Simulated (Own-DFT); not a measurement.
# How HSE06 shifts the pressure of monoclinic HfO2, 94 atoms (Hf32O62), with two O vacancies

Calculated, not measured. Each geometry was run twice at fixed positions with Own-DFT, a retired in-house plane-wave program that no person has reviewed: with PBE, and with HSE06 (exact exchange share 0.25 at short range, screening 0.11 per bohr, Gygi-Baldereschi treatment of its divergence). Both used PseudoDojo norm-conserving files made for PBE, a cutoff of 48 hartree, the Gamma point alone, fixed occupations, a neutral cell and no spin. One k point on a cell 10.1 Å thick isn't converged, and results move with the size of the cell. The hafnium file keeps the 4f electrons in the core, and its forces lie about 75 meV/Å off all-electron values. The oxygen file's force components were 24 meV/Å off all-electron values in a glass.

Unstrained cell vectors in Å: (10.234, 0.000, 0.000); (0.000, 10.350, 0.000); (-1.696, 0.000, 10.445), volume V0 = 1106.4 Å³, from measured lattice constants. Each geometry has its own random strain of a few per cent, its own defect sites and random moves of rms u per axis. HSE06 gave the energy alone. D is its energy less that of PBE, over the lowest D shown. The PBE stress wasn't checked against mesh or cutoff.

```
run,V - V0 (Å³),u (Å),P with PBE (GPa),D (eV)
1,34.0,0.0503,-1.63,1.737
2,-22.7,0.0465,11.07,0.323
3,42.0,0.0504,-3.08,1.835
4,38.0,0.0484,-2.33,1.749
5,-26.6,0.0497,12.52,0.206
6,1.6,0.0294,3.28,0.711
7,35.2,0.0496,-1.91,1.669
8,23.6,0.0524,1.29,1.430
9,-12.6,0.0285,7.50,0.286
10,-25.4,0.0295,10.16,0.000
11,-15.6,0.0304,7.66,0.332
12,-12.2,0.0278,5.82,0.330
13,-12.2,0.0486,7.84,0.499
14,35.4,0.0301,-3.35,?
```

## Analysis

D = 0.53 + 0.0240 (V - V0) + 128 u² eV, with an error of 0.0006 on the volume slope, 19 on the last term and a scatter of 0.04 eV. Pressure is -dE/dV, and 1 eV/Å³ is 160.2 GPa, so HSE06 changes the pressure by -3.8 ± 0.1 GPa. With the ions held to the strained lattice, the PBE pressure falls by 250 ± 8 GPa per unit of volume strain; the shape of the strain isn't fitted, so the true error is larger, and a relaxed crystal would be softer. On that slope HSE06's volume at a given pressure is about 1.5 % smaller, or 0.5 % in lengths. At u = 0 and V0 the PBE pressure is 2.8 GPa, which puts the zero-pressure volume, against the measured cell and with the defects in, at +1.1 % for PBE and -0.4 % for HSE06, each good to a few tenths of a per cent.

## Test on the hidden row

Q: what D should run 14 give?

The fitted form gives 1.50 eV, with rows scattering by 0.04. The run itself gave 1.434 eV.
